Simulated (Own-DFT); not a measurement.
# Response to strain: hcp Ru, 36 atoms (Ru36)

No measurement is shown. These are fixed-geometry runs of a retired plane-wave code named Own-DFT, which no person has reviewed; spin and spin-orbit coupling are neglected.

Common settings: PBE; PseudoDojo norm-conserving scalar-relativistic files; cutoff 50 hartree; 5 x 5 x 4 k mesh centred on Gamma; cold (Marzari-Vanderbilt) smearing of 0.2 eV.

Limits: forces on such cells failed a check on a denser k mesh; stress not checked against mesh or cutoff.

Unstrained cell vectors in Å: (8.118, 0.000, 0.000); (-4.059, 7.030, 0.000); (0.000, 0.000, 8.563). The unstrained cell has measured lattice constants (interpolated for alloys), not those of this functional. That, the random moves and any unrelaxed bonds set the pressure at no strain. In each run the cell takes a homogeneous strain; fractional positions stay. Random moves of width 0.05 Å per axis were added to every atom. Strain is the symmetric tensor, in per cent. Stress is positive in tension, and the pressure is minus a third of its trace.

```
run,e_xx (%),e_yy (%),e_zz (%),e_yz (%),e_xz (%),e_xy (%),s_xx (GPa),s_yy (GPa),s_zz (GPa),s_yz (GPa),s_xz (GPa),s_xy (GPa),P (GPa),E (meV/atom)
1,0.05,-0.36,-0.58,-0.58,-1.96,1.48,-9.73,-11.49,-12.75,-2.10,-7.98,6.66,11.33,38.3
2,-1.75,-0.08,1.83,1.28,1.25,-0.63,-16.30,-8.98,0.79,4.32,4.63,-3.42,8.16,39.7
3,1.33,0.89,-1.25,-0.38,1.80,-0.77,-0.39,-2.27,-11.21,-1.26,6.86,-2.94,4.62,15.1
4,0.70,1.09,0.55,0.71,0.05,-0.89,0.52,0.73,0.14,2.52,0.01,-2.84,-0.46,0.0
5,1.61,-0.24,-0.98,-0.66,-0.02,1.83,-0.12,-9.34,-11.69,-2.92,-0.23,7.31,7.05,29.6
6,-1.59,-0.77,-1.41,0.37,-0.89,1.10,-24.16,-20.49,-26.24,1.76,-3.51,5.33,23.63,99.9
7,-0.02,-0.83,0.76,-1.89,0.17,1.54,-7.91,-12.44,-5.08,-7.09,0.41,5.86,8.48,36.8
8,-1.40,-1.74,0.12,-1.71,0.97,-1.20,-20.29,-23.12,-14.32,-7.41,4.00,-5.11,19.24,67.9
9,-0.71,0.74,0.57,-0.49,-1.35,0.18,-9.80,-3.86,-4.07,-1.61,-5.39,1.04,5.91,21.8
10,0.22,0.41,0.06,0.93,-1.39,-1.34,-4.80,-5.09,-5.56,3.71,-5.13,-4.98,5.15,13.4
11,-0.99,-1.91,-1.74,1.24,-1.57,0.44,-21.68,-27.64,-27.88,6.24,-6.87,2.42,25.74,87.5
12,0.37,1.10,0.10,-1.44,-0.61,-1.73,-2.89,-1.37,-4.62,-5.61,-2.43,-6.24,2.96,27.6
13,0.27,-0.96,-1.24,-1.61,0.44,-0.98,-11.90,-16.37,-20.15,-6.53,2.09,-4.44,16.14,67.7
14,1.74,-1.53,-1.54,-0.45,-0.65,0.76,-3.25,-18.17,-17.47,-1.96,-2.59,2.52,12.96,42.6
15,-0.49,-1.78,-1.85,-1.25,1.39,-2.00,-18.95,-26.32,-26.93,-5.42,6.06,-9.31,24.06,87.3
16,1.82,-1.68,0.56,0.15,-1.43,0.86,?,?,?,?,?,?,?,?
```

The last column gives the free energy per atom over the lowest of the runs shown.

## What the rows give

Regress every stress component on the fractional strains (shears doubled) of the visible runs, with a constant. Shear strains stay in the fit of a normal stress only where such slopes are resolved. The slopes, in GPa:

```
stress,at no strain,per e_xx,per e_yy,per e_zz,scatter
s_xx,-8.0,672 ± 17,199 ± 19,236 ± 18,0.56
s_yy,-8.7,226 ± 17,654 ± 19,226 ± 18,0.56
s_zz,-8.2,297 ± 23,202 ± 26,766 ± 26,0.79
```

The slope of each shear stress on twice its own strain, from a fit on all six strains: yz 198 ± 7, xz 196 ± 4, xy 205 ± 6 GPa. These are stiffnesses along x, y and z of the frame in which the cell vectors are given, with the crystal's c axis along z: C11, C12, C13 and C33. Hexagonal symmetry asks that xx and yy behave alike, which is a second check on the noise. No internal relaxation is included, and where it is allowed it would reduce some of the slopes. Symmetry asks for nearly equal slopes across the diagonal; the mismatch is a measure of noise. A ninth of the table's sum, 386 ± 6 GPa, estimates the bulk modulus near the mean pressure of these runs, 11.7 GPa, so it lies above the value at zero pressure.

## Check

Q: what normal stresses and pressure should run 16 give?

From the fit: s_xx = 2.2, s_yy = -14.3, s_zz = -1.9 and P = 4.7 GPa. The hidden result is -0.11, -13.81, -4.04 and P = 5.98 GPa. That is outside the usual scatter, by luck or through something left out of the fit.
